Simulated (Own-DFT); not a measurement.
## Calculated data, SiC (twinned 3C silicon carbide, atoms displaced), GaP (zincblende, strained, atoms displaced), SiC (2H silicon carbide, atoms displaced)

Computed with Own-DFT development build. A calculation, not a measurement: plane-wave PBE density functional theory by an unreviewed code, no spin, of a simulated periodic cell, stress positive in tension, free energy of the whole cell less one offset for each atom, forces on such cells passed a denser k mesh, this cell's mesh not checked; offsets are fitted by least squares, one for each functional and potential file, so energies compare only between cells with the same atoms and settings and are not formation energies; the far tail of each file's local potential was reset to the Coulomb form; each entry is a single point on an unrelaxed cell, so the pressure reflects the starting lattice, mostly measured values (interpolated for alloys), from which strain is counted, and rises with the displacements; printed positions are rounded, which can move forces by about a meV/angstrom; the program, named Own-DFT, is a retired in-house code; no spin-orbit coupling.

Settings shared by all entries: functional PBE; potential files PseudoDojo norm-conserving, scalar-relativistic, standard set; wave cutoff 42 hartree; occupations Fermi-Dirac; smearing width 0.1 eV.

```yaml
- entry: 1
  formula: SiC
  kind: "twinned 3C silicon carbide, atoms displaced"
  structure:
    cell_angstrom:
      - [6.5394, -6.5394, 0.0]
      - [0.0, 6.5394, -6.5394]
      - [8.7192, 8.7192, 8.7192]
    atoms_fractional:
      - [Si, 0.99671, 0.99758, 0.43833]
      - [C, 0.00277, 0.00351, 0.06017]
      - [Si, 0.11398, 0.22995, 0.10463]
      - [C, 0.11352, 0.22503, 0.22985]
      - [Si, 0.22678, 0.11038, 0.27095]
      - [C, 0.22763, 0.11311, 0.39977]
      - [Si, 0.99656, 0.33497, 0.43678]
      - [C, 0.99872, 0.33498, 0.06513]
      - [Si, 0.10863, 0.55497, 0.1028]
      - [C, 0.10979, 0.55136, 0.23137]
      - [Si, 0.22104, 0.44193, 0.27048]
      - [C, 0.21804, 0.44237, 0.3967]
      - [Si, 0.99742, 0.66463, 0.4385]
      - [C, 0.99829, 0.66342, 0.06389]
      - [Si, 0.11469, 0.89087, 0.09935]
      - [C, 0.10978, 0.88629, 0.22858]
      - [Si, 0.21933, 0.7811, 0.27283]
      - [C, 0.22254, 0.77373, 0.3994]
      - [Si, 0.33221, 0.99805, 0.43787]
      - [C, 0.32701, 0.9998, 0.06082]
      - [Si, 0.45313, 0.22325, 0.10401]
      - [C, 0.44638, 0.22936, 0.23112]
      - [Si, 0.54787, 0.10877, 0.27342]
      - [C, 0.55509, 0.11248, 0.39292]
      - [Si, 0.33323, 0.3298, 0.43597]
      - [C, 0.33335, 0.33326, 0.06081]
      - [Si, 0.44199, 0.55248, 0.10262]
      - [C, 0.44777, 0.5512, 0.22863]
      - [Si, 0.55879, 0.44624, 0.26992]
      - [C, 0.55254, 0.44547, 0.39927]
      - [Si, 0.33676, 0.6679, 0.43758]
      - [C, 0.33269, 0.66856, 0.06239]
      - [Si, 0.44062, 0.88722, 0.10373]
      - [C, 0.44462, 0.89036, 0.22929]
      - [Si, 0.54954, 0.77309, 0.26717]
      - [C, 0.5484, 0.77427, 0.39801]
      - [Si, 0.66681, 0.99551, 0.43637]
      - [C, 0.67087, 0.00222, 0.06323]
      - [Si, 0.77681, 0.22311, 0.10597]
      - [C, 0.77539, 0.21937, 0.23164]
      - [Si, 0.88892, 0.11019, 0.27213]
      - [C, 0.8898, 0.11173, 0.3928]
      - [Si, 0.66906, 0.3338, 0.43842]
      - [C, 0.65973, 0.33181, 0.0609]
      - [Si, 0.7771, 0.55442, 0.10725]
      - [C, 0.77584, 0.55274, 0.22557]
      - [Si, 0.88907, 0.44503, 0.27003]
      - [C, 0.88803, 0.44134, 0.39619]
      - [Si, 0.66826, 0.66351, 0.43928]
      - [C, 0.67396, 0.67521, 0.06059]
      - [Si, 0.77555, 0.88893, 0.10027]
      - [C, 0.7789, 0.89624, 0.23065]
      - [Si, 0.888, 0.7773, 0.27126]
      - [C, 0.88409, 0.77505, 0.39398]
      - [Si, 0.00532, 0.00447, 0.93804]
      - [C, 0.00489, 0.00351, 0.56379]
      - [Si, 0.88792, 0.78083, 0.60464]
      - [C, 0.88723, 0.77719, 0.73014]
      - [Si, 0.77543, 0.88835, 0.77267]
      - [C, 0.77184, 0.88074, 0.89775]
      - [Si, 0.00357, 0.6688, 0.93637]
      - [C, 0.99748, 0.66532, 0.56387]
      - [Si, 0.88625, 0.43925, 0.60546]
      - [C, 0.89243, 0.45144, 0.72762]
      - [Si, 0.77581, 0.5586, 0.76771]
      - [C, 0.776, 0.55371, 0.89713]
      - [Si, 0.00045, 0.33363, 0.93723]
      - [C, 0.00377, 0.3343, 0.56407]
      - [Si, 0.89682, 0.11641, 0.60177]
      - [C, 0.88972, 0.11272, 0.7256]
      - [Si, 0.77519, 0.22021, 0.77179]
      - [C, 0.78175, 0.22149, 0.89473]
      - [Si, 0.66908, 0.00051, 0.93829]
      - [C, 0.6643, 0.99827, 0.55775]
      - [Si, 0.55827, 0.77689, 0.60869]
      - [C, 0.55607, 0.7814, 0.73509]
      - [Si, 0.44673, 0.89657, 0.77026]
      - [C, 0.44483, 0.88656, 0.89601]
      - [Si, 0.67142, 0.66535, 0.9408]
      - [C, 0.66612, 0.66735, 0.56091]
      - [Si, 0.55281, 0.4428, 0.60673]
      - [C, 0.5598, 0.44751, 0.73279]
      - [Si, 0.44915, 0.55426, 0.77509]
      - [C, 0.43997, 0.54807, 0.89784]
      - [Si, 0.66581, 0.33538, 0.93841]
      - [C, 0.66053, 0.33362, 0.56012]
      - [Si, 0.55421, 0.11267, 0.60629]
      - [C, 0.55996, 0.11334, 0.7316]
      - [Si, 0.44663, 0.22366, 0.77068]
      - [C, 0.43932, 0.2211, 0.89762]
      - [Si, 0.33672, 0.99984, 0.93768]
      - [C, 0.33317, 0.99647, 0.56175]
      - [Si, 0.21985, 0.78123, 0.6037]
      - [C, 0.2185, 0.78018, 0.73024]
      - [Si, 0.11773, 0.89223, 0.76962]
      - [C, 0.11554, 0.88628, 0.89502]
      - [Si, 0.33174, 0.66565, 0.9364]
      - [C, 0.33516, 0.66831, 0.56416]
      - [Si, 0.22664, 0.44787, 0.60143]
      - [C, 0.21772, 0.44279, 0.72743]
      - [Si, 0.10906, 0.55797, 0.776]
      - [C, 0.1033, 0.55248, 0.89426]
      - [Si, 0.33577, 0.33046, 0.93244]
      - [C, 0.33801, 0.33412, 0.56254]
      - [Si, 0.22258, 0.11433, 0.5996]
      - [C, 0.22144, 0.11486, 0.72737]
      - [Si, 0.10752, 0.22475, 0.77013]
      - [C, 0.11169, 0.22091, 0.89688]
  settings:
    hardware: "one NVIDIA H200"
    k_mesh: "4 x 4 x 2 centred on Gamma"
  results:
    "free_energy_of_cell_above_offsets [eV]": "-16.048"
    "pressure [GPa]": 3.74
    "stress_xx [GPa]": -3.36
    "stress_yy [GPa]": -3.7
    "stress_zz [GPa]": -4.16
    "stress_yz [GPa]": -0.28
    "stress_xz [GPa]": 0.01
    "stress_xy [GPa]": -0.52
    force_element: [Si, C, Si, C, Si, C, Si, C, Si, C, Si, C, Si, C, Si, C, Si, C, Si, C, Si, C, Si, C, Si, C, Si, C, Si, C, Si, C, Si, C, Si, C, Si, C, Si, C, Si, C, Si, C, Si, C, Si, C, Si, C, Si, C, Si, C, Si, C, Si, C, Si, C, Si, C, Si, C, Si, C, Si, C, Si, C, Si, C, Si, C, Si, C, Si, C, Si, C, Si, C, Si, C, Si, C, Si, C, Si, C, Si, C, Si, C, Si, C, Si, C, Si, C, Si, C, Si, C, Si, C, Si, C]
    "force_x [eV/angstrom]": [0.235, 0.48, -0.117, -0.325, -0.634, -1.961, 0.755, -0.664, 1.061, -0.106, 0.704, 0.433, 0.256, -0.264, -0.561, 0.007, 0.188, -0.947, 0.624, 1.999, -2.049, -0.573, 0.448, 0.925, 0.426, 0.345, 0.52, -0.89, 0.589, -0.05, -0.4, -0.251, 0.516, -0.945, 1.615, 0.513, -0.799, -1.119, 0.041, -0.422, -0.236, 0.787, -1.332, 2.111, -1.262, 1.62, -0.103, -0.391, -1.356, -0.217, 2.121, -1.12, -0.83, 1.062, -1.101, -1.259, 0.154, 0.262, 0.675, 0.992, -0.66, -0.29, -0.104, -0.297, 1.841, 0.103, 0.307, -0.838, -1.262, 0.046, 1.028, -0.365, -0.272, 1.943, -0.888, -0.907, -0.505, 0.215, -1.532, 1.102, 0.266, -1.407, -1.673, 0.811, -0.418, 1.653, -0.455, -1.018, -0.455, 0.54, -0.602, 0.469, 0.233, 0.818, -0.909, -0.102, 0.0, 0.066, 0.302, 1.419, -1.349, 1.939, 0.195, -0.675, 1.387, 0.433, 0.289, -0.602]
    "force_y [eV/angstrom]": [-0.359, 0.759, -0.903, -0.52, 1.043, -0.609, -0.811, -0.484, 0.448, 0.119, 0.301, -0.545, -0.108, -0.031, 1.635, 0.302, -1.327, 0.404, -0.553, -0.992, 2.14, -1.51, -1.251, 0.656, 1.397, -0.414, -0.242, 0.829, 0.831, -1.836, 0.556, -0.318, 0.097, 0.284, 0.53, -2.072, 0.296, 0.892, 0.039, 0.267, -0.2, 0.804, 0.016, -0.802, -0.87, 1.204, -0.255, 0.744, 0.866, 0.381, 0.531, -1.584, -0.048, -0.119, -0.673, -0.236, -0.377, 0.233, -0.316, -0.149, 0.896, 0.078, 0.094, 0.451, -0.235, -0.671, 0.057, -0.049, 0.639, 0.77, -0.76, 1.041, -0.195, 1.119, 0.169, -0.923, -0.131, 0.233, -0.167, 0.658, -0.308, -0.461, 0.887, 0.203, -0.934, 0.056, -1.319, 0.366, 0.593, -2.325, 0.017, 1.07, -0.752, -1.353, 1.416, 0.84, -0.131, 0.223, 0.581, 0.409, -2.127, 0.095, 2.362, 0.53, -0.076, -0.406, -0.589, -0.025]
    "force_z [eV/angstrom]": [-0.727, 0.551, 0.944, 0.717, -0.077, 0.271, 0.769, -0.507, 0.411, -1.33, 0.006, -0.218, 0.01, -0.784, 1.305, -0.683, 0.875, -1.028, 0.013, -0.175, 0.713, 0.583, -1.224, 1.319, -0.489, 0.045, -0.511, -0.706, 0.654, -0.682, 1.304, 0.408, -0.531, 0.242, 0.175, -1.076, -0.836, -0.163, 0.239, -0.586, -1.163, 1.085, -0.17, -0.258, -1.612, 0.689, 0.735, -0.911, -0.753, 2.459, 0.018, 0.948, -0.851, 0.281, 0.772, 0.118, 0.533, -0.853, -0.49, -1.457, 0.81, -0.113, -0.97, 1.584, 0.812, -0.732, 0.579, -0.812, 0.888, 1.017, -1.422, 0.361, 0.263, 0.794, -0.947, -0.087, 1.628, -0.577, -0.376, 1.037, -0.95, -0.015, -0.679, -1.178, -0.011, 1.185, -0.352, -0.651, 0.37, -0.337, 0.017, -0.506, 1.189, -0.118, -0.007, -0.672, 0.408, -0.226, 0.616, -0.343, -1.565, 0.619, 1.151, -0.286, 0.988, 0.074, 0.129, -0.93]
    "wall_time [s]": 565.8
- entry: 2
  formula: GaP
  kind: "zincblende, strained, atoms displaced"
  structure:
    cell_angstrom: [[10.862, 0.0, 0.0], [0.0, 10.862, 0.0], [0.0, 0.0, 10.9439]]
    atoms_fractional:
      - [Ga, 0.99856, 0.00315, 0.00088]
      - [Ga, 0.99316, 0.2498, 0.2487]
      - [Ga, 0.24572, 0.99609, 0.24895]
      - [Ga, 0.24621, 0.24864, 0.00073]
      - [P, 0.12485, 0.12374, 0.12229]
      - [P, 0.12292, 0.37839, 0.37713]
      - [P, 0.3749, 0.13037, 0.37849]
      - [P, 0.37538, 0.37171, 0.1213]
      - [Ga, 0.99992, 0.0047, 0.49873]
      - [Ga, 0.99683, 0.24655, 0.75065]
      - [Ga, 0.25099, 0.00383, 0.74467]
      - [Ga, 0.25508, 0.24966, 0.49931]
      - [P, 0.12439, 0.12422, 0.62669]
      - [P, 0.12348, 0.37749, 0.8729]
      - [P, 0.37462, 0.12553, 0.87392]
      - [P, 0.37467, 0.36969, 0.62203]
      - [Ga, 0.00246, 0.49473, 0.00244]
      - [Ga, 0.9973, 0.75077, 0.2517]
      - [Ga, 0.24892, 0.50049, 0.25186]
      - [Ga, 0.2529, 0.74973, 0.99951]
      - [P, 0.1234, 0.62541, 0.1271]
      - [P, 0.11779, 0.87998, 0.37627]
      - [P, 0.37597, 0.62301, 0.37214]
      - [P, 0.37107, 0.87933, 0.12558]
      - [Ga, 0.00303, 0.49676, 0.49714]
      - [Ga, 0.00439, 0.74882, 0.75396]
      - [Ga, 0.24972, 0.49971, 0.75463]
      - [Ga, 0.24869, 0.74749, 0.50074]
      - [P, 0.12442, 0.62272, 0.62546]
      - [P, 0.12566, 0.87604, 0.87883]
      - [P, 0.37352, 0.62578, 0.87697]
      - [P, 0.37376, 0.8702, 0.62657]
      - [Ga, 0.49942, 0.00279, 0.99477]
      - [Ga, 0.49848, 0.24703, 0.24606]
      - [Ga, 0.74718, 0.99714, 0.24713]
      - [Ga, 0.75311, 0.25099, 0.99836]
      - [P, 0.62649, 0.1207, 0.12858]
      - [P, 0.62705, 0.37272, 0.37579]
      - [P, 0.87434, 0.12586, 0.38442]
      - [P, 0.87619, 0.37291, 0.13071]
      - [Ga, 0.5017, 0.00204, 0.50038]
      - [Ga, 0.50031, 0.24917, 0.75638]
      - [Ga, 0.74949, 0.00059, 0.75634]
      - [Ga, 0.75043, 0.25093, 0.50272]
      - [P, 0.62498, 0.12926, 0.62436]
      - [P, 0.62105, 0.37532, 0.87517]
      - [P, 0.87277, 0.12434, 0.87552]
      - [P, 0.86941, 0.37543, 0.62416]
      - [Ga, 0.49822, 0.50553, 0.00887]
      - [Ga, 0.4952, 0.7501, 0.25129]
      - [Ga, 0.74845, 0.50191, 0.24697]
      - [Ga, 0.75077, 0.74962, 0.99984]
      - [P, 0.62923, 0.62132, 0.12207]
      - [P, 0.62271, 0.87356, 0.37573]
      - [P, 0.87522, 0.62303, 0.37046]
      - [P, 0.8767, 0.87777, 0.12259]
      - [Ga, 0.50111, 0.50068, 0.50259]
      - [Ga, 0.49727, 0.75209, 0.74952]
      - [Ga, 0.75067, 0.50178, 0.75351]
      - [Ga, 0.75122, 0.75404, 0.49686]
      - [P, 0.62537, 0.62727, 0.62724]
      - [P, 0.62853, 0.87038, 0.87427]
      - [P, 0.87434, 0.6257, 0.87239]
      - [P, 0.8729, 0.87149, 0.62078]
  settings:
    k_mesh: "3 x 3 x 3 centred on Gamma"
  results:
    "free_energy_of_cell_above_offsets [eV]": "-34.879"
    "pressure [GPa]": 3.18
    "stress_xx [GPa]": -3.4
    "stress_yy [GPa]": -3.37
    "stress_zz [GPa]": -2.77
    "stress_yz [GPa]": -0.12
    "stress_xz [GPa]": -0.23
    "stress_xy [GPa]": -0.05
    force_element: [Ga, Ga, Ga, Ga, P, P, P, P, Ga, Ga, Ga, Ga, P, P, P, P, Ga, Ga, Ga, Ga, P, P, P, P, Ga, Ga, Ga, Ga, P, P, P, P, Ga, Ga, Ga, Ga, P, P, P, P, Ga, Ga, Ga, Ga, P, P, P, P, Ga, Ga, Ga, Ga, P, P, P, P, Ga, Ga, Ga, Ga, P, P, P, P]
    "force_x [eV/angstrom]": [0.158, 0.876, 0.147, 0.17, -0.306, 0.521, -0.007, -0.397, -0.19, 0.015, -0.059, -1.15, 0.049, -0.06, -0.364, 0.26, -0.434, 0.129, 0.024, -0.525, 0.231, 0.719, -0.185, 0.665, -0.794, -0.315, 0.311, -0.167, 0.07, 0.137, 0.433, -0.002, 0.306, 0.301, 0.528, -0.564, -0.212, -0.353, -0.389, -0.512, -0.257, -0.078, -0.065, -0.269, -0.024, 0.369, 0.333, 0.787, -0.087, 0.455, 0.106, 0.332, -0.453, -0.037, -0.17, -0.27, 0.125, 0.345, -0.408, -0.213, 0.042, -0.729, 0.458, 0.641]
    "force_y [eV/angstrom]": [-0.232, -0.517, 0.685, 0.23, 0.295, -1.089, -1.125, 0.296, -0.461, 0.511, -0.661, 0.199, 0.457, -0.766, -0.009, 0.806, 0.583, 0.107, -0.288, 0.083, 0.103, -0.722, 0.04, -0.41, 0.475, 0.305, -0.107, 0.135, -0.023, 0.287, -0.099, 0.782, -0.463, 0.299, -0.03, 0.095, 0.559, 0.271, -0.049, 0.413, -0.134, 0.113, -0.248, 0.083, -0.566, 0.452, 0.07, 0.214, -0.638, 0.078, -0.554, -0.063, 1.071, 0.174, 0.131, -0.365, -0.182, -0.435, -0.215, -0.814, -0.013, 0.431, -0.257, 0.703]
    "force_z [eV/angstrom]": [-0.317, 0.791, 0.542, -0.453, 0.65, -0.591, -0.862, 0.541, 0.782, -0.256, 0.58, 0.131, -0.42, 0.21, 0.081, 0.968, -0.008, -0.259, -0.363, 0.382, -0.217, -0.018, 0.543, -0.311, 0.601, -0.507, -0.795, -0.363, 0.082, -0.403, -0.067, -0.516, 0.437, 0.425, 0.811, 0.417, -0.901, -0.378, -1.353, -0.971, 0.21, -0.827, -1.153, -0.172, 0.646, 0.601, 0.135, 0.332, -1.006, -0.493, 0.576, 0.007, 0.554, -0.311, 0.577, 0.265, -0.116, 0.232, -0.318, -0.016, -0.237, 0.213, 0.77, 0.886]
- entry: 3
  formula: SiC
  kind: "2H silicon carbide, atoms displaced"
  structure:
    cell_angstrom: [[6.1654, 0.0, 0.0], [-3.0827, 5.3394, 0.0], [0.0, 0.0, 10.0681]]
    atoms_fractional:
      - [Si, 0.98959, 0.99067, 0.00612]
      - [Si, 0.16155, 0.34013, 0.25662]
      - [C, 0.01676, 0.99086, 0.18248]
      - [C, 0.16865, 0.32215, 0.41748]
      - [Si, 0.99532, 0.9968, 0.50538]
      - [Si, 0.15183, 0.32717, 0.75618]
      - [C, 0.00458, 0.00858, 0.69103]
      - [C, 0.17662, 0.3391, 0.9411]
      - [Si, 0.98685, 0.5109, 0.99891]
      - [Si, 0.159, 0.83174, 0.24245]
      - [C, 0.00678, 0.53291, 0.17946]
      - [C, 0.19591, 0.83328, 0.42033]
      - [Si, 0.994, 0.50298, 0.50543]
      - [Si, 0.16622, 0.82163, 0.75466]
      - [C, 0.01521, 0.50669, 0.67974]
      - [C, 0.20203, 0.8394, 0.93645]
      - [Si, 0.50282, 0.98138, 0.00199]
      - [Si, 0.7019, 0.37776, 0.25935]
      - [C, 0.47732, 0.97919, 0.18628]
      - [C, 0.6341, 0.31897, 0.42719]
      - [Si, 0.54549, 0.02895, 0.50104]
      - [Si, 0.66559, 0.31174, 0.74506]
      - [C, 0.51202, 0.9964, 0.68732]
      - [C, 0.66405, 0.35882, 0.94802]
      - [Si, 0.49245, 0.50867, 0.00362]
      - [Si, 0.65871, 0.83303, 0.24473]
      - [C, 0.48691, 0.50914, 0.17713]
      - [C, 0.66774, 0.85045, 0.41618]
      - [Si, 0.49787, 0.51111, 0.49301]
      - [Si, 0.68957, 0.84455, 0.75392]
      - [C, 0.49999, 0.46691, 0.69197]
      - [C, 0.63232, 0.81073, 0.92548]
  settings:
    hardware: "one NVIDIA H100"
    k_mesh: "5 x 5 x 3 centred on Gamma"
  results:
    "free_energy_of_cell_above_offsets [eV]": "4.162"
    "pressure [GPa]": 10.32
    "stress_xx [GPa]": -5.29
    "stress_yy [GPa]": -6.27
    "stress_zz [GPa]": -19.4
    "stress_yz [GPa]": -0.17
    "stress_xz [GPa]": -0.93
    "stress_xy [GPa]": 1.17
    force_element: [Si, Si, C, C, Si, Si, C, C, Si, Si, C, C, Si, Si, C, C, Si, Si, C, C, Si, Si, C, C, Si, Si, C, C, Si, Si, C, C]
    "force_x [eV/angstrom]": [1.148, 0.316, -5.117, -1.205, 1.882, 2.887, 1.073, -3.395, 2.303, 2.458, 1.001, -2.157, 1.215, 0.596, -1.037, -5.076, -0.57, -2.714, 2.666, 2.013, -3.294, -0.179, 0.125, 1.863, 0.38, 0.259, 1.368, 2.187, -0.337, -1.685, -2.323, 3.349]
    "force_y [eV/angstrom]": [0.982, -0.067, 2.349, 0.253, -0.01, 1.461, -1.219, -1.874, -0.408, 1.734, -4.462, -0.381, 0.922, 1.871, -1.199, -1.381, 3.957, -2.98, 2.954, 3.792, -3.773, 2.471, -1.309, -2.98, -1.397, 0.565, -0.316, -1.043, -0.773, -3.226, 3.056, 2.429]
    "force_z [eV/angstrom]": [-2.475, -7.915, 0.741, 9.008, -3.313, -0.125, -0.382, -0.205, -0.511, 1.762, 1.014, 4.812, -4.517, -0.882, 2.417, -0.964, 1.456, -4.739, -0.722, 2.956, -0.941, 2.437, -0.741, -2.549, -1.461, -3.056, 4.008, 5.697, 0.795, -2.088, -1.944, 2.426]
    "wall_time [s]": 123.5
```
